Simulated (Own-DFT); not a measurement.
# Oxygen vacancies under two functionals: monoclinic HfO2, Hf32O62

These are calculations. Each geometry was run twice at fixed positions with Own-DFT, a retired in-house plane-wave program that no person has reviewed: with PBE, and with HSE06 (exact exchange share 0.25 at short range, screening 0.11 per bohr, Gygi-Baldereschi treatment of its divergence). Both used PseudoDojo norm-conserving files made for PBE, a cutoff of 48 hartree, the Gamma point alone, fixed occupations, a neutral cell and no spin. The unstrained cell is 10.1 Å across at its thinnest, so Gamma alone is coarse and defects feel their images. The hafnium file keeps the 4f electrons in the core, and its forces lie about 75 meV/Å off all-electron values. The oxygen file's force components were 24 meV/Å off all-electron values in a glass.

Cell vectors in Å: (10.234, 0.000, 0.000); (0.000, 10.350, 0.000); (-1.696, 0.000, 10.445). Atoms were moved at random from their ideal sites, and each line below averages several runs of one case and one width of the moves; u² is the mean square move along one axis. E is the PBE energy of the cell and D the HSE06 energy less the PBE one, each over its lowest single run, with the standard error of the mean. Within a case the pair of sites differs from run to run.

- A: two O taken from sites with four and four neighbours, under 3.2 Å apart
- B: two O taken from sites with three and four neighbours, under 3.2 Å apart
- C: two O taken from sites with three and three neighbours, under 3.2 Å apart

```
case,runs,u² (Å²),E (eV),error of E,D (eV),error of D
A,10,0.000940,0.292,0.069,0.129,0.011
A,10,0.002591,4.406,0.213,0.347,0.025
A,10,0.006023,13.109,0.579,0.768,0.023
B,10,0.000914,0.349,0.077,0.109,0.012
B,10,0.002505,4.047,0.263,0.310,0.020
B,10,0.006309,13.569,0.772,0.728,0.041
C,10,0.000933,0.752,0.069,0.074,0.012
C,10,0.002449,4.198,0.264,0.285,0.019
```

Asked: how do the cases differ under PBE, and what does HSE06 change?

## Solution

Fit E and D each to a + b u², with one a for each case and lines weighted by their errors. Against A, in eV:

| case | PBE | change by HSE06 | HSE06 |
|---|---|---|---|
| B | 0.09 ± 0.10 | -0.022 ± 0.014 | 0.07 ± 0.10 |
| C | 0.45 ± 0.09 | -0.051 ± 0.014 | 0.40 ± 0.10 |

Under PBE, C lies above A by more than three errors. D is known much better than E, because both runs of a geometry share the same random moves. HSE06 moves C down against A. The slope b is 2441 ± 65 eV/Å² for E and 124 ± 4 for D, so at this fixed cell HSE06 makes random moves about 5 % costlier. The vacancies are unrelaxed, and relaxation differs between sites.
